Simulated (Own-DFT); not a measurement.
# Which defects push the lattice out? 3C SiC

Calculated, not measured: single-point runs of Own-DFT, a retired in-house plane-wave DFT program that no person has reviewed, on unrelaxed cells, without spin or spin-orbit coupling.

Common settings: PBE; PseudoDojo norm-conserving scalar-relativistic files; cutoff 42 hartree; 4 x 4 x 4 k mesh centred on Gamma; Fermi-Dirac smearing of 0.1 eV.

Limits (not all hold for every row): a neutral cation vacancy leaves holes that likely carry spin, which these runs leave out; some atoms lie very close together; not probed for a lower state with spin; forces on such cells failed a check on a denser k mesh; forces on such cells passed a denser k mesh, each cell not checked; stress not checked against mesh or cutoff.

All runs share one cell, with vectors in Å (8.719, 0.000, 0.000); (0.000, 8.719, 0.000); (0.000, 0.000, 8.719) and a volume of 662.9 Å³. The atoms are randomly displaced, by u rms on each axis. The defect's site can differ from row to row.

```
cell,formula,u (Å),P (GPa)
no defect,C32Si32,0.0276,3.57
no defect,C32Si32,0.0311,3.72
no defect,C32Si32,0.0613,6.49
one C vacancy,C31Si32,0.0285,3.27
one C vacancy,C31Si32,0.0488,4.37
one C vacancy,C31Si32,0.0520,4.81
one Si on a C site,C31Si33,0.0310,11.00
one Si on a C site,C31Si33,0.0487,12.14
one Si on a C site,C31Si33,0.0510,12.82
one Si vacancy,C32Si31,0.0319,3.22
one Si vacancy,C32Si31,0.0341,3.46
one Si vacancy,C32Si31,0.0491,4.89
one Si vacancy,C32Si31,0.0495,?
two N on a C site each,C30N2Si32,0.0332,2.19
two N on a C site each,C30N2Si32,0.0484,3.10
two N on a C site each,C30N2Si32,0.0529,3.61
```

## Analysis

P = P0 + c u² + a shift for each defect gives P0 = 2.86 GPa, c = 948 ± 52 GPa/Å² and a scatter of 0.18 GPa. The shifts, and each times the cell's volume:

- one Si on a C site: 7.26 ± 0.15 GPa, 30.0 eV
- one Si vacancy: -0.45 ± 0.15 GPa, -1.9 eV
- one C vacancy: -0.57 ± 0.15 GPa, -2.4 eV
- two N on a C site each: -1.86 ± 0.15 GPa, -7.7 eV (-3.9 eV for each of its 2 sites)

Positive is outwards. The product with the volume (160.2 GPa Å³ to the eV) is nearly free of the cell's size; divided by the bulk modulus at the cell's pressure it gives the volume that the defect adds. The atoms around the defects weren't relaxed, which would change these numbers.

## The run left out

Q: what pressure belongs in the blank (one Si vacancy, u = 0.0495 Å)?

Estimate: 4.73 ± 0.21 GPa. The calculation gave 4.34 GPa.
